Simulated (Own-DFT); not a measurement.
# A surface energy from a slab and the bulk: wurtzite AlN, m plane (10-10)

Calculated, not measured: single-point runs of Own-DFT, a retired in-house plane-wave DFT program that no person has reviewed, on unrelaxed cells, without spin or spin-orbit coupling.

Known weak points (not all hold for every row): some atoms lie very close together; k mesh not checked against a denser one.

Both sets of runs: PBE; PseudoDojo norm-conserving scalar-relativistic files; cutoff 42 hartree; Gaussian smearing of 0.01 eV. The slab has 128 atoms in 16 layers, two equal faces of 62.02 Å² as cut, 15 Å of vacuum, a dipole correction along the normal and a 6 x 3 x 1 mesh. The bulk cell has 72 atoms, the same measured lattice constants and a 4 x 4 x 3 mesh. In the slab only the 32 atoms nearest the faces were moved at random; u is their rms move along one axis. Energies are counted from -174.06 eV for each atom.

```
slab run,u (Å),E (eV, cell)
1,0.0483,21.268
2,0.0483,21.352
3,0.0497,20.355
4,0.0514,22.080
5,0.0555,21.987
6,0.0564,22.347
7,0.0871,26.986
8,0.0951,25.544
9,0.0963,27.507
10,0.0987,30.524
11,0.0992,30.422
12,0.1004,28.377
```

| bulk run | u (Å) | E (meV/atom) |
|---|---|---|
| 1 | 0.0197 | -1.52 |
| 2 | 0.0199 | -1.91 |
| 3 | 0.0205 | -1.54 |
| 4 | 0.0207 | -0.08 |
| 5 | 0.0955 | 283.93 |
| 6 | 0.0956 | 292.47 |
| 7 | 0.0997 | 295.47 |
| 8 | 0.1012 | 364.50 |
| 9 | 0.1043 | 381.99 |
| 10 | 0.1066 | 379.48 |

Q: what is the energy of the unrelaxed surface?

## Working it out

Take each set to u = 0 with E = a + b u². Residuals are scaled by 1/(u² + 0.0006 Å²) to tame the large moves. Slab: a = 18.80 ± 0.40 eV. Bulk: a = -15.3 ± 0.9 meV/atom. The excess is 18.80 - 128 x (-0.0153) = 20.76 ± 0.42 eV. Over two faces that is 167 meV/Å², or 2.68 ± 0.05 J/m². Relaxing the faces would lower the energy, and the unlike meshes and the reach from the smallest u down to zero add errors that aren't counted here.
